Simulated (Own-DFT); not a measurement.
# How strain changes the stress of 4H SiC, 72 atoms (C36Si36)

Calculated results; nothing here was measured. They come from Own-DFT, an in-house plane-wave density functional program, since retired, whose code no person has reviewed. Each row is one single-point run on a periodic cell that was not relaxed, without spin or spin-orbit coupling.

Settings of every run: PBE; PseudoDojo norm-conserving scalar-relativistic files; cutoff 42 hartree; 4 x 4 x 3 k mesh centred on Gamma; Fermi-Dirac smearing of 0.1 eV.

Known limits: forces on such cells passed a denser k mesh, each cell not checked; stress not checked against mesh or cutoff.

Unstrained cell vectors in Å: (9.248, 0.000, 0.000); (-4.624, 8.009, 0.000); (0.000, 0.000, 10.068). The unstrained cell has measured lattice constants (interpolated for alloys), not those of this functional. That, the random moves and any unrelaxed bonds set the pressure at no strain. Each run strains this cell uniformly, with the atoms carried along. Every atom was also moved at random, by a Gaussian of width 0.05 Å on each axis. Strain is the symmetric tensor, in per cent. Stress is positive in tension, and the pressure is minus a third of its trace.

| run | e_xx (%) | e_yy (%) | e_zz (%) | e_yz (%) | e_xz (%) | e_xy (%) | s_xx (GPa) | s_yy (GPa) | s_zz (GPa) | s_yz (GPa) | s_xz (GPa) | s_xy (GPa) | P (GPa) | E (meV/atom) |
|---|---|---|---|---|---|---|---|---|---|---|---|---|---|---|
| 1 | -0.89 | 1.68 | -1.83 | 1.92 | -1.62 | 1.38 | -8.06 | 0.66 | -17.60 | 6.81 | -5.38 | 5.38 | 8.34 | 47.3 |
| 2 | -1.44 | -0.24 | -1.90 | 0.15 | 0.39 | -0.03 | -15.48 | -7.00 | -20.99 | 1.41 | 1.68 | 1.48 | 14.49 | 46.7 |
| 3 | -1.64 | 1.73 | -0.14 | 0.71 | -1.44 | -0.71 | -12.17 | 4.04 | -8.00 | 1.92 | -4.10 | -2.98 | 5.38 | 19.0 |
| 4 | -1.17 | -1.93 | -1.60 | 1.23 | -1.47 | 1.73 | -16.68 | -17.80 | -18.63 | 4.81 | -6.35 | 9.01 | 17.70 | 66.1 |
| 5 | -0.36 | 0.89 | 0.89 | -1.77 | -1.76 | -1.99 | -6.72 | -0.60 | -2.11 | -6.21 | -6.11 | -9.26 | 3.14 | 42.6 |
| 6 | 0.14 | -1.35 | 1.66 | 1.52 | -0.21 | -0.31 | -4.34 | -11.34 | 1.49 | 5.95 | -1.41 | -1.80 | 4.73 | 30.4 |
| 7 | -0.32 | 1.84 | 1.65 | 1.87 | -0.34 | 1.63 | -4.28 | 5.15 | 3.08 | 5.55 | -1.10 | 5.59 | -1.32 | 18.4 |
| 8 | -1.62 | -0.45 | 0.93 | -1.59 | -1.96 | -1.66 | -14.33 | -11.48 | -0.81 | -6.05 | -7.79 | -7.97 | 8.87 | 45.6 |
| 9 | -1.37 | -1.15 | 0.64 | -0.59 | -1.37 | -0.96 | -14.91 | -11.97 | -1.90 | -1.73 | -5.39 | -3.19 | 9.59 | 19.1 |
| 10 | 1.72 | -0.19 | 1.49 | -0.09 | 0.85 | 0.63 | 4.66 | -3.60 | 1.59 | -0.60 | 2.92 | 2.81 | -0.88 | 15.9 |
| 11 | -1.34 | 0.00 | 1.75 | 1.88 | 1.48 | -1.63 | -10.71 | -5.33 | 3.24 | 6.18 | 4.82 | -5.82 | 4.27 | 13.8 |
| 12 | 1.73 | 0.58 | 0.44 | 1.60 | -0.11 | -0.71 | 5.91 | -0.63 | -2.67 | 4.43 | -0.03 | -3.16 | -0.87 | 0.0 |
| 13 | -1.17 | 1.77 | -0.98 | 1.58 | -0.96 | -1.00 | -12.70 | 3.34 | -10.16 | 4.45 | -3.86 | -5.07 | 6.51 | 39.3 |
| 14 | -1.80 | 0.34 | -0.12 | 1.06 | -1.42 | -1.13 | -14.51 | -4.27 | -9.24 | 3.53 | -4.69 | -5.15 | 9.34 | 26.8 |
| 15 | -1.42 | -0.88 | 0.31 | -0.26 | -0.71 | -0.48 | -15.11 | -9.38 | -4.72 | -0.33 | -2.47 | -1.66 | 9.73 | 15.1 |
| 16 | 1.56 | -1.05 | 0.89 | 0.47 | -1.03 | -0.46 | 2.77 | -10.71 | 0.99 | 1.50 | -3.67 | -1.95 | 2.32 | 7.5 |
| 17 | 1.95 | -0.02 | 0.61 | -0.08 | 0.04 | 1.07 | ? | ? | ? | ? | ? | ? | ? | ? |

E is the free energy for each atom above the lowest run shown.

## Worked fit

Each stress component was fitted by least squares to a constant and the strains of the runs shown, as fractions, with shears doubled. Shear strains stay in the fit of a normal stress only where such slopes are resolved. The slopes, in GPa:

| stress | at no strain | per e_xx | per e_yy | per e_zz | scatter |
|---|---|---|---|---|---|
| s_xx | -5.5 | 566 ± 24 | 131 ± 23 | 80 ± 24 | 1.06 |
| s_yy | -5.3 | 66 ± 30 | 544 ± 28 | 44 ± 30 | 1.33 |
| s_zz | -6.8 | 40 ± 35 | 37 ± 33 | 614 ± 35 | 1.53 |

Each shear stress against twice its own strain: yz 167 ± 7, xz 181 ± 8, xy 212 ± 8 GPa. These are stiffnesses along x, y and z of the frame in which the cell vectors are given, which need not be the crystal's axes. The atoms are held to the strained lattice; where symmetry lets them move under strain, relaxing them would lower some slopes. The table should be nearly symmetric about its diagonal, and what it lacks of that shows the noise. A ninth of its sum, 236 ± 6 GPa, estimates the bulk modulus near the mean pressure of these runs, 6.3 GPa, so it lies above the value at zero pressure.

## Withheld run

Question: what normal stresses and pressure should run 17 give?

The fit gives s_xx = 6.0, s_yy = -3.9, s_zz = -2.3 and P = 0.1 GPa. The calculation gave 5.60, -3.85, -1.87 and P = 0.04 GPa.
